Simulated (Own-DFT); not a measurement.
# What random displacements cost in diamond germanium, 16 atoms (Ge16)

All numbers below are calculated, not measured. The program, named Own-DFT, is a retired in-house plane-wave density functional code that no person has reviewed. Each row is one single-point run on a periodic cell that was not relaxed, without spin or spin-orbit coupling.

Settings of every run: PBE; PseudoDojo norm-conserving scalar-relativistic files; cutoff 42 hartree; 5 x 5 x 5 k mesh centred on Gamma; Fermi-Dirac smearing of 0.1 eV.

Known limits: k mesh not checked against a denser one; stress not checked against mesh or cutoff.

Cell vectors in Å: (0.000, 5.658, 5.658); (5.658, 0.000, 5.658); (5.658, 5.658, 0.000). In each run every atom was moved at random and independently from its ideal site; u is the rms move along one axis. E is the free energy for each atom above the fitted value at u = 0, and F the rms of the force components.

| run | u (Å) | E (meV/atom) | F (eV/Å) | largest force (eV/Å) | P (GPa) |
|---|---|---|---|---|---|
| 1 | 0.0173 | 5.2 | 0.230 | 0.74 | 3.85 |
| 2 | 0.0177 | 6.5 | 0.270 | 0.92 | 3.87 |
| 3 | 0.0195 | 7.7 | 0.298 | 0.75 | 3.88 |
| 4 | 0.0447 | 44.5 | 0.753 | 1.88 | 4.44 |
| 5 | 0.0535 | ? | ? | ? | ? |
| 6 | 0.0968 | 187.0 | 1.806 | 6.94 | 6.13 |
| 7 | 0.1031 | 200.7 | 1.678 | 5.34 | 6.44 |
| 8 | 0.1540 | 363.3 | 2.100 | 5.15 | 7.87 |

## Worked fit

For small independent moves the energy grows as E = (3/2) K u², with K the mean stiffness felt by one atom. The runs with u up to 0.11 Å give K = 13.4 ± 0.5 eV/Å², with residuals divided by u² + 0.0006 Å², since the noise grows with the moves. The scatter is 3.4 meV/atom at u = 0.05 Å. The forces follow F = G u with G = 16.0 eV/Å²; no force at u = 0 is resolved. G exceeds K because the moves of its neighbours add to the force on an atom, and stiffness differs between atoms. At u = 0.154 Å the parabola gives 476 meV/atom and the run 363. The pressure follows P = 3.82 + 248 u² GPa: at fixed volume, shortened bonds push harder than stretched ones pull.

## Withheld run

Question: what energy and rms force should run 5 give?

The fit gives 57 ± 4 meV/atom and about 0.86 eV/Å. The calculation gave 35.2 meV/atom and 0.643 eV/Å. This run lies off the fit, by chance or by something that the fit leaves out.
